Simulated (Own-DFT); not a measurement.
## Calculated data, Si2SnGe5 (diamond-structure random alloy, strained, atoms displaced)

All values are calculated (Own-DFT development build). A calculation, not a measurement: plane-wave density functional theory by an unreviewed code, no spin, of a simulated periodic cell, stress positive in tension, run twice, with PBE and with PBEsol, both on files made for PBE, so the change isn't that of files made for PBEsol, forces on such cells moved up to 12 meV/angstrom on a denser k mesh; the far tail of each file's local potential was reset to the Coulomb form; each entry is a single point on an unrelaxed cell, so the pressure reflects the starting lattice, mostly measured values (interpolated for alloys), from which strain is counted, and rises with the displacements; printed positions are rounded, which can move forces by about a meV/angstrom; the program, named Own-DFT, is a retired in-house code; no spin-orbit coupling; stress was not checked against mesh or cutoff.

Settings shared by all entries: functional PBE, then PBEsol; potential files PseudoDojo norm-conserving, scalar-relativistic, standard set; wave cutoff 49 hartree; occupations Fermi-Dirac; smearing width 0.1 eV; k mesh 3 x 3 x 3 centred on Gamma.

(1) 
```cif
# cell vector a (Å): 11.6955 0.0000 0.0000
# cell vector b (Å): 0.0000 11.6955 0.0000
# cell vector c (Å): 0.0000 0.0000 11.4103
data_Si2SnGe5
_symmetry_space_group_name_H-M 'P 1'
_symmetry_Int_Tables_number 1
_cell_length_a 11.6955
_cell_length_b 11.6955
_cell_length_c 11.4103
_cell_angle_alpha 90.000
_cell_angle_beta 90.000
_cell_angle_gamma 90.000
_cell_volume 1560.75
loop_
_atom_site_label
_atom_site_type_symbol
_atom_site_fract_x
_atom_site_fract_y
_atom_site_fract_z
_atom_site_occupancy
Si1 Si 0.00505 0.00206 0.00163 1
Si2 Si 0.00533 0.25037 0.24979 1
Ge1 Ge 0.24804 0.99932 0.25778 1
Ge2 Ge 0.25306 0.25022 0.99421 1
Si3 Si 0.12718 0.12045 0.12038 1
Ge3 Ge 0.13113 0.37335 0.36863 1
Ge4 Ge 0.37207 0.12395 0.38073 1
Si4 Si 0.37249 0.37107 0.12426 1
Ge5 Ge 0.99583 0.99803 0.49806 1
Ge6 Ge 0.00080 0.25478 0.74572 1
Sn1 Sn 0.25573 0.99331 0.74300 1
Si5 Si 0.24752 0.24411 0.50134 1
Ge7 Ge 0.12902 0.12292 0.63075 1
Ge8 Ge 0.12288 0.37338 0.87843 1
Ge9 Ge 0.37339 0.13220 0.87405 1
Si6 Si 0.37644 0.36547 0.62253 1
Si7 Si 0.99689 0.50493 0.00065 1
Ge10 Ge 0.99968 0.74677 0.24503 1
Ge11 Ge 0.25460 0.49796 0.25558 1
Ge12 Ge 0.25765 0.76163 0.00529 1
Ge13 Ge 0.12554 0.61752 0.12396 1
Ge14 Ge 0.12699 0.87733 0.37676 1
Sn2 Sn 0.37519 0.62970 0.37903 1
Si8 Si 0.38533 0.87883 0.12132 1
Ge15 Ge 0.00742 0.50799 0.49734 1
Ge16 Ge 0.99950 0.74552 0.75215 1
Si9 Si 0.24285 0.49561 0.75134 1
Ge17 Ge 0.25679 0.75014 0.49448 1
Sn3 Sn 0.13085 0.62295 0.63069 1
Ge18 Ge 0.13223 0.87706 0.88039 1
Ge19 Ge 0.37561 0.62444 0.86965 1
Si10 Si 0.36997 0.87138 0.62118 1
Si11 Si 0.50217 0.99830 0.99220 1
Ge20 Ge 0.49446 0.24485 0.25140 1
Ge21 Ge 0.74481 0.00434 0.25019 1
Ge22 Ge 0.75475 0.24537 0.00161 1
Sn4 Sn 0.61725 0.12423 0.13206 1
Si12 Si 0.62366 0.37813 0.37643 1
Sn5 Sn 0.87342 0.12723 0.37545 1
Ge23 Ge 0.88160 0.37340 0.13016 1
Ge24 Ge 0.50295 0.00245 0.49728 1
Sn6 Sn 0.50021 0.24990 0.74409 1
Ge25 Ge 0.75201 0.99688 0.75456 1
Ge26 Ge 0.75083 0.24926 0.48936 1
Ge27 Ge 0.62213 0.12260 0.62642 1
Ge28 Ge 0.62893 0.37030 0.87523 1
Si13 Si 0.86638 0.12359 0.87885 1
Sn7 Sn 0.87747 0.37442 0.62586 1
Ge29 Ge 0.50068 0.50264 0.00903 1
Si14 Si 0.50059 0.75102 0.24591 1
Sn8 Sn 0.75395 0.49995 0.25611 1
Ge30 Ge 0.74195 0.74906 0.99846 1
Ge31 Ge 0.62528 0.63223 0.11727 1
Ge32 Ge 0.62154 0.86876 0.37255 1
Ge33 Ge 0.87783 0.63133 0.37075 1
Ge34 Ge 0.87758 0.87145 0.12080 1
Ge35 Ge 0.49444 0.49039 0.50160 1
Ge36 Ge 0.49419 0.75299 0.75049 1
Ge37 Ge 0.75742 0.49901 0.75569 1
Ge38 Ge 0.75279 0.74827 0.49587 1
Si15 Si 0.62562 0.62630 0.63230 1
Si16 Si 0.61976 0.87778 0.87730 1
Ge39 Ge 0.87694 0.62039 0.87105 1
Ge40 Ge 0.87381 0.87072 0.61562 1
_calc_PBE_pressure 1.11  # GPa
_calc_PBE_stress_xx -0.63  # GPa
_calc_PBE_stress_yy -0.65  # GPa
_calc_PBE_stress_zz -2.05  # GPa
_calc_PBE_stress_yz -0.3  # GPa
_calc_PBE_stress_xz 0.13  # GPa
_calc_PBE_stress_xy 0.6  # GPa
_calc_PBEsol_pressure -1.28  # GPa
_calc_PBEsol_stress_xx 1.76  # GPa
_calc_PBEsol_stress_yy 1.74  # GPa
_calc_PBEsol_stress_zz 0.33  # GPa
_calc_PBEsol_stress_yz -0.29  # GPa
_calc_PBEsol_stress_xz 0.13  # GPa
_calc_PBEsol_stress_xy 0.58  # GPa
_calc_rms_change_of_force_components_from_PBE_to_PBEsol 0.048  # eV/angstrom
```

Force:
| force element | PBE force x (eV/Å) | PBE force y (eV/Å) | PBE force z (eV/Å) | PBEsol force x (eV/Å) | PBEsol force y (eV/Å) | PBEsol force z (eV/Å) |
| --- | --- | --- | --- | --- | --- | --- |
| Si | -0.612 | 0.059 | -0.424 | -0.608 | -0.013 | -0.428 |
| Si | 0.955 | 0.012 | -1.014 | 0.905 | 0.052 | -0.965 |
| Ge | 0.603 | 0.182 | -1.415 | 0.585 | 0.172 | -1.306 |
| Ge | -0.609 | 0.041 | 1.164 | -0.588 | 0.034 | 1.059 |
| Si | -0.123 | 0.565 | 0.59 | -0.05 | 0.562 | 0.593 |
| Ge | -0.451 | -0.43 | 0.839 | -0.427 | -0.349 | 0.81 |
| Ge | -0.17 | 0.205 | -0.005 | -0.129 | 0.16 | -0.036 |
| Si | 0.242 | 0.327 | 0.326 | 0.239 | 0.319 | 0.32 |
| Ge | 1.346 | -0.301 | 1.031 | 1.301 | -0.305 | 0.999 |
| Ge | 0.799 | -2.057 | 1.858 | 0.801 | -1.961 | 1.778 |
| Sn | -0.034 | 0.584 | 1.136 | -0.092 | 0.624 | 1.15 |
| Si | 0.189 | 0.587 | 0.145 | 0.155 | 0.536 | 0.112 |
| Ge | -1.356 | 0.942 | -1.418 | -1.335 | 0.889 | -1.352 |
| Ge | -0.266 | 0.649 | -0.072 | -0.255 | 0.573 | -0.082 |
| Ge | 0.426 | -1.405 | 0.89 | 0.389 | -1.328 | 0.837 |
| Si | -2.282 | 1.456 | -0.812 | -2.175 | 1.436 | -0.794 |
| Si | 0.282 | -0.73 | 0.052 | 0.274 | -0.715 | 0.051 |
| Ge | 0.613 | 0.42 | 0.056 | 0.576 | 0.397 | 0.059 |
| Ge | -0.5 | -0.819 | -1.664 | -0.524 | -0.773 | -1.581 |
| Ge | -0.089 | -1.248 | 0.003 | -0.122 | -1.229 | -0.046 |
| Ge | 0.388 | 0.527 | -0.112 | 0.393 | 0.543 | -0.065 |
| Ge | -0.583 | -0.693 | -0.129 | -0.555 | -0.66 | -0.126 |
| Sn | 1.632 | -0.908 | -1.309 | 1.533 | -0.925 | -1.233 |
| Si | -0.149 | 0.272 | 0.672 | -0.214 | 0.263 | 0.656 |
| Ge | -0.64 | -0.866 | -1.458 | -0.624 | -0.835 | -1.406 |
| Ge | -0.43 | 1.462 | 0.59 | -0.418 | 1.396 | 0.561 |
| Si | 2.145 | -1.485 | 0.853 | 2.074 | -1.435 | 0.864 |
| Ge | -1.593 | 2.172 | 1.597 | -1.571 | 2.077 | 1.523 |
| Sn | 0.208 | 0.841 | -0.64 | 0.141 | 0.857 | -0.67 |
| Ge | -1.589 | -0.49 | 0.463 | -1.497 | -0.506 | 0.43 |
| Ge | -0.58 | -0.422 | 0.648 | -0.528 | -0.366 | 0.651 |
| Si | 2.068 | -0.766 | -1.405 | 2.025 | -0.758 | -1.381 |
| Si | -0.969 | -0.091 | -0.011 | -0.961 | -0.007 | -0.008 |
| Ge | -1.115 | 2.167 | 1.267 | -1.072 | 2.037 | 1.229 |
| Ge | 0.767 | -2.54 | 0.171 | 0.733 | -2.453 | 0.172 |
| Ge | 0.134 | 0.775 | -0.069 | 0.089 | 0.787 | -0.042 |
| Sn | 0.281 | -0.285 | -1.828 | 0.311 | -0.245 | -1.726 |
| Si | -1.024 | -1.249 | 0.398 | -1.005 | -1.226 | 0.395 |
| Sn | 1.073 | -0.433 | -1.26 | 0.994 | -0.454 | -1.182 |
| Ge | 0.733 | -0.536 | -1.082 | 0.653 | -0.51 | -1.044 |
| Ge | -0.498 | -0.963 | 0.436 | -0.465 | -0.9 | 0.402 |
| Sn | 0.247 | 0.306 | 0.764 | 0.286 | 0.241 | 0.785 |
| Ge | -0.329 | -0.145 | -0.27 | -0.332 | -0.136 | -0.318 |
| Ge | -2.401 | 1.11 | 1.563 | -2.292 | 1.045 | 1.541 |
| Ge | 1.778 | -0.926 | -1.151 | 1.71 | -0.9 | -1.122 |
| Ge | 0.517 | 1.143 | 1.038 | 0.514 | 1.102 | 1.005 |
| Si | 1.621 | -0.23 | -0.239 | 1.547 | -0.198 | -0.258 |
| Sn | -0.468 | 0.696 | -1.6 | -0.443 | 0.677 | -1.538 |
| Ge | -0.391 | -0.713 | -0.921 | -0.344 | -0.649 | -0.917 |
| Si | 0.436 | 0.65 | -0.931 | 0.466 | 0.603 | -0.879 |
| Sn | -0.909 | 0.152 | -0.873 | -0.828 | 0.185 | -0.883 |
| Ge | 0.995 | 0.711 | -0.988 | 0.979 | 0.652 | -0.913 |
| Ge | -0.691 | -0.274 | 1.211 | -0.643 | -0.288 | 1.133 |
| Ge | 0.222 | 0.411 | -0.142 | 0.252 | 0.439 | -0.108 |
| Ge | 0.996 | 0.339 | 1.16 | 0.969 | 0.332 | 1.12 |
| Ge | -0.322 | 0.737 | -0.004 | -0.333 | 0.675 | 0.027 |
| Ge | 1.304 | 0.031 | 1.012 | 1.239 | 0.063 | 0.953 |
| Ge | 0.686 | 0.181 | -0.437 | 0.63 | 0.141 | -0.389 |
| Ge | -1.827 | 0.603 | 0.012 | -1.73 | 0.562 | 0.039 |
| Ge | -0.984 | -0.46 | 0.39 | -0.912 | -0.412 | 0.349 |
| Si | 0.055 | -0.355 | -0.393 | 0.054 | -0.347 | -0.382 |
| Si | 0.185 | -0.281 | -0.436 | 0.227 | -0.323 | -0.469 |
| Ge | -0.11 | 0.63 | 1 | -0.134 | 0.624 | 0.923 |
| Ge | 0.168 | 0.153 | 1.176 | 0.165 | 0.148 | 1.125 |

(2) 
```cif
# cell vector a (Å): 11.6955 0.0000 0.0000
# cell vector b (Å): 0.0000 11.6955 0.0000
# cell vector c (Å): 0.0000 0.0000 11.4103
data_Si2SnGe5
_symmetry_space_group_name_H-M 'P 1'
_symmetry_Int_Tables_number 1
_cell_length_a 11.6955
_cell_length_b 11.6955
_cell_length_c 11.4103
_cell_angle_alpha 90.000
_cell_angle_beta 90.000
_cell_angle_gamma 90.000
_cell_volume 1560.75
loop_
_atom_site_label
_atom_site_type_symbol
_atom_site_fract_x
_atom_site_fract_y
_atom_site_fract_z
_atom_site_occupancy
Ge1 Ge 0.00027 0.99812 0.00092 1
Si1 Si 0.00389 0.25305 0.25284 1
Si2 Si 0.24304 0.00657 0.25480 1
Ge2 Ge 0.25377 0.24580 0.99603 1
Si3 Si 0.12687 0.12771 0.12138 1
Sn1 Sn 0.12064 0.37821 0.36821 1
Ge3 Ge 0.37676 0.12942 0.37757 1
Ge4 Ge 0.37322 0.37621 0.12435 1
Ge5 Ge 0.99943 0.99591 0.50179 1
Si4 Si 0.99695 0.25467 0.75888 1
Ge6 Ge 0.25625 0.00005 0.75035 1
Ge7 Ge 0.24804 0.24783 0.50104 1
Ge8 Ge 0.12500 0.12721 0.61534 1
Ge9 Ge 0.11968 0.37562 0.87982 1
Ge10 Ge 0.37119 0.12303 0.87509 1
Ge11 Ge 0.37568 0.36414 0.62612 1
Ge12 Ge 0.99649 0.50483 0.00022 1
Ge13 Ge 0.00086 0.75600 0.25090 1
Ge14 Ge 0.24533 0.50399 0.25131 1
Si5 Si 0.24435 0.75069 0.00259 1
Ge15 Ge 0.12637 0.62019 0.12473 1
Ge16 Ge 0.12724 0.86715 0.37216 1
Ge17 Ge 0.37833 0.63109 0.37797 1
Si6 Si 0.37355 0.87039 0.12356 1
Si7 Si 0.99289 0.49317 0.49655 1
Ge18 Ge 0.00104 0.74822 0.75159 1
Sn2 Sn 0.25307 0.49475 0.75020 1
Ge19 Ge 0.25013 0.75055 0.49468 1
Ge20 Ge 0.12512 0.62726 0.61825 1
Ge21 Ge 0.12594 0.87603 0.87458 1
Ge22 Ge 0.37488 0.62746 0.87232 1
Ge23 Ge 0.36936 0.87841 0.62194 1
Ge24 Ge 0.49549 0.99509 0.99804 1
Si8 Si 0.49988 0.24173 0.25041 1
Ge25 Ge 0.74612 0.99789 0.24292 1
Ge26 Ge 0.75417 0.25045 0.99869 1
Sn3 Sn 0.62346 0.11918 0.11944 1
Ge27 Ge 0.62797 0.37750 0.37182 1
Ge28 Ge 0.86573 0.12076 0.37789 1
Ge29 Ge 0.87237 0.37027 0.12054 1
Si9 Si 0.49890 0.00421 0.50125 1
Sn4 Sn 0.50466 0.25314 0.75413 1
Sn5 Sn 0.75205 0.00266 0.75361 1
Sn6 Sn 0.74554 0.25356 0.50098 1
Ge30 Ge 0.62603 0.11537 0.62311 1
Sn7 Sn 0.62092 0.37885 0.87829 1
Si10 Si 0.86991 0.12936 0.87750 1
Sn8 Sn 0.87853 0.37583 0.62982 1
Ge31 Ge 0.50159 0.49940 0.00009 1
Si11 Si 0.50212 0.74705 0.25894 1
Ge32 Ge 0.74659 0.50175 0.25505 1
Si12 Si 0.74712 0.74494 0.99654 1
Si13 Si 0.62045 0.62445 0.11626 1
Ge33 Ge 0.62248 0.88482 0.37706 1
Ge34 Ge 0.87257 0.62106 0.37288 1
Ge35 Ge 0.87371 0.87522 0.12803 1
Ge36 Ge 0.49471 0.49799 0.49711 1
Ge37 Ge 0.49703 0.75638 0.75272 1
Ge38 Ge 0.75140 0.49553 0.74899 1
Ge39 Ge 0.74689 0.74682 0.50686 1
Si14 Si 0.61967 0.62979 0.62282 1
Si15 Si 0.62738 0.88111 0.87084 1
Ge40 Ge 0.87102 0.62370 0.87556 1
Si16 Si 0.87483 0.87994 0.62719 1
_calc_PBE_pressure 1.19  # GPa
_calc_PBE_stress_xx -0.71  # GPa
_calc_PBE_stress_yy -0.65  # GPa
_calc_PBE_stress_zz -2.21  # GPa
_calc_PBE_stress_yz -0.38  # GPa
_calc_PBE_stress_xz -0.09  # GPa
_calc_PBE_stress_xy -0.52  # GPa
_calc_PBEsol_pressure -1.21  # GPa
_calc_PBEsol_stress_xx 1.69  # GPa
_calc_PBEsol_stress_yy 1.74  # GPa
_calc_PBEsol_stress_zz 0.19  # GPa
_calc_PBEsol_stress_yz -0.37  # GPa
_calc_PBEsol_stress_xz -0.08  # GPa
_calc_PBEsol_stress_xy -0.5  # GPa
_calc_rms_change_of_force_components_from_PBE_to_PBEsol 0.045  # eV/angstrom
```

Force:
| force element | PBE force x (eV/Å) | PBE force y (eV/Å) | PBE force z (eV/Å) | PBEsol force x (eV/Å) | PBEsol force y (eV/Å) | PBEsol force z (eV/Å) |
| --- | --- | --- | --- | --- | --- | --- |
| Ge | -0.156 | 0.779 | -0.04 | -0.153 | 0.698 | -0.039 |
| Si | -1.718 | -2.163 | -1.908 | -1.713 | -2.088 | -1.846 |
| Si | 0.656 | -0.482 | -0.869 | 0.649 | -0.48 | -0.79 |
| Ge | -0.818 | 0.421 | 0.655 | -0.761 | 0.433 | 0.606 |
| Si | -0.305 | -0.036 | 0.826 | -0.301 | -0.029 | 0.74 |
| Sn | 0.456 | -0.168 | 1.3 | 0.526 | -0.145 | 1.266 |
| Ge | -0.212 | -0.657 | -0.173 | -0.242 | -0.607 | -0.133 |
| Ge | 0.283 | -0.425 | 0.478 | 0.255 | -0.39 | 0.424 |
| Ge | -0.197 | -0.17 | -0.415 | -0.162 | -0.13 | -0.42 |
| Si | 0.942 | -1.643 | 0.446 | 0.956 | -1.57 | 0.414 |
| Ge | -1.19 | 0.262 | -0.341 | -1.14 | 0.248 | -0.329 |
| Ge | 0.666 | 0.146 | -0.199 | 0.656 | 0.127 | -0.18 |
| Ge | -0.535 | -0.295 | 1.682 | -0.487 | -0.301 | 1.59 |
| Ge | -0.324 | -0.752 | 0.418 | -0.281 | -0.696 | 0.423 |
| Ge | 0.244 | -0.544 | 0.298 | 0.234 | -0.521 | 0.289 |
| Ge | -0.289 | 0.702 | -1.701 | -0.287 | 0.684 | -1.644 |
| Ge | -0.114 | -0.524 | 0.262 | -0.109 | -0.516 | 0.252 |
| Ge | -0.286 | -1.197 | -0.36 | -0.272 | -1.153 | -0.341 |
| Ge | 1.842 | 0.828 | -0.751 | 1.766 | 0.801 | -0.74 |
| Si | 0.668 | -0.008 | -0.043 | 0.615 | -0.041 | -0.075 |
| Ge | -0.36 | 1.074 | -0.231 | -0.376 | 1.005 | -0.195 |
| Ge | 0.009 | 1.436 | 0.135 | -0.019 | 1.351 | 0.155 |
| Ge | -0.254 | -0.584 | -0.513 | -0.284 | -0.596 | -0.455 |
| Si | -0.394 | -0.014 | 0.869 | -0.353 | 0.024 | 0.831 |
| Si | 0.605 | 2.391 | -0.043 | 0.591 | 2.35 | -0.043 |
| Ge | -0.371 | 0.43 | -0.451 | -0.33 | 0.396 | -0.413 |
| Sn | -0.64 | 0.332 | -0.42 | -0.612 | 0.322 | -0.403 |
| Ge | 0.045 | 0.014 | 0.528 | 0.035 | 0.01 | 0.512 |
| Ge | -0.872 | -0.279 | -0.385 | -0.818 | -0.241 | -0.348 |
| Ge | 0.193 | -0.272 | 0.081 | 0.152 | -0.242 | 0.054 |
| Ge | 0.334 | 0.899 | 1.353 | 0.351 | 0.841 | 1.276 |
| Ge | 0.815 | -0.117 | -0.261 | 0.76 | -0.136 | -0.218 |
| Ge | -0.775 | -1.198 | -0.775 | -0.742 | -1.096 | -0.757 |
| Si | -0.476 | 1.657 | 0.375 | -0.467 | 1.621 | 0.373 |
| Ge | 1.081 | -0.721 | 1.449 | 1.047 | -0.699 | 1.413 |
| Ge | 0.501 | -0.237 | -0.121 | 0.456 | -0.191 | -0.082 |
| Sn | -0.327 | 0.94 | -0.103 | -0.279 | 0.872 | -0.132 |
| Ge | -1.946 | 0.227 | -0.813 | -1.85 | 0.249 | -0.762 |
| Ge | 1.61 | -0.418 | -1.259 | 1.534 | -0.421 | -1.2 |
| Ge | 0.696 | 0.576 | 1.174 | 0.645 | 0.578 | 1.105 |
| Si | -0.399 | -0.307 | -0.116 | -0.384 | -0.295 | -0.109 |
| Sn | -1.296 | -2.969 | -1.7 | -1.277 | -2.885 | -1.657 |
| Sn | 0.607 | -0.227 | -0.146 | 0.542 | -0.172 | -0.19 |
| Sn | -0.649 | -1.13 | -0.367 | -0.631 | -1.107 | -0.36 |
| Ge | -1.364 | 0.344 | -0.656 | -1.286 | 0.376 | -0.602 |
| Sn | 2.594 | 1.03 | 1.208 | 2.522 | 1 | 1.171 |
| Si | 1.845 | 0.687 | 0.551 | 1.768 | 0.644 | 0.572 |
| Sn | 0.998 | 0.139 | 0.479 | 0.876 | 0.138 | 0.472 |
| Ge | -1.607 | 1.583 | 1.25 | -1.584 | 1.495 | 1.176 |
| Si | 0.161 | 0.654 | -1.443 | 0.159 | 0.64 | -1.348 |
| Ge | -0.043 | 0.141 | -1.71 | -0.018 | 0.107 | -1.615 |
| Si | -0.349 | 0.734 | 0.217 | -0.274 | 0.719 | 0.201 |
| Si | 0.361 | 0.49 | 1.222 | 0.338 | 0.407 | 1.197 |
| Ge | -0.092 | -0.976 | 0.158 | -0.038 | -0.943 | 0.139 |
| Ge | 0.398 | 0.547 | 0.615 | 0.351 | 0.541 | 0.567 |
| Ge | -0.273 | -0.551 | -0.761 | -0.233 | -0.501 | -0.707 |
| Ge | 0.52 | 0.06 | 0.502 | 0.482 | 0.038 | 0.462 |
| Ge | 0.609 | -0.064 | -0.483 | 0.532 | -0.073 | -0.47 |
| Ge | -0.971 | 2.585 | 0.009 | -0.911 | 2.478 | 0.041 |
| Ge | 0.291 | 0.713 | -0.368 | 0.287 | 0.696 | -0.405 |
| Si | -0.114 | -0.662 | 0.604 | -0.115 | -0.643 | 0.585 |
| Si | -1.135 | -1.792 | 1.533 | -1.147 | -1.719 | 1.471 |
| Ge | -0.032 | 0.307 | -0.233 | 0.011 | 0.257 | -0.254 |
| Si | 0.855 | -1.548 | -0.516 | 0.84 | -1.517 | -0.512 |
